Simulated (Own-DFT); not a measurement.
# A change of arrangement and its cost: C36Si36, 72 atoms

Calculated, not measured: single-point runs of Own-DFT, a retired in-house plane-wave DFT program that no person has reviewed, on unrelaxed cells, without spin or spin-orbit coupling.

All runs used: PBE; PseudoDojo norm-conserving scalar-relativistic files; cutoff 42 hartree; 4 x 4 x 3 k mesh centred on Gamma; Fermi-Dirac smearing of 0.1 eV.

Limits: forces on such cells passed a denser k mesh, each cell not checked; stress not checked against mesh or cutoff.

All cells hold the same atoms in the same cell, with vectors in Å (9.248, 0.000, 0.000); (-4.624, 8.009, 0.000); (0.000, 0.000, 10.068). u is the rms random offset of the atoms per axis. E is the free energy of the cell above the lowest run. The arrangements:

- A: 2H SiC
- B: 4H SiC

| arrangement | u (Å) | E (eV) | P (GPa) |
|---|---|---|---|
| A | 0.0289 | 0.190 | 3.75 |
| A | 0.0294 | 0.322 | 3.82 |
| A | 0.0314 | 0.684 | 3.95 |
| A | 0.0594 | 6.855 | 5.75 |
| A | 0.0597 | 7.731 | 6.07 |
| A | 0.0653 | 10.370 | 7.21 |
| B | 0.0303 | 0.000 | 3.64 |
| B | 0.0306 | 0.270 | 3.72 |
| B | 0.0310 | 0.354 | 3.78 |
| B | 0.0581 | 7.099 | 5.75 |
| B | 0.0619 | 8.603 | 6.39 |
| B | 0.0630 | 8.274 | 6.45 |

The question: once the cost of the random moves is taken out, how do the arrangements rank?

## Solution

Fit E = a + b u², with one b for all and one a for each arrangement, and with residuals divided by u², since the noise grows with the moves. Then b = 2766 eV/Å², the scatter at u = 0.04 Å is 0.20 eV, and against A:

- B: -0.30 ± 0.09 eV (lower)

The cells share one lattice and weren't relaxed, which can shift such small differences either way.
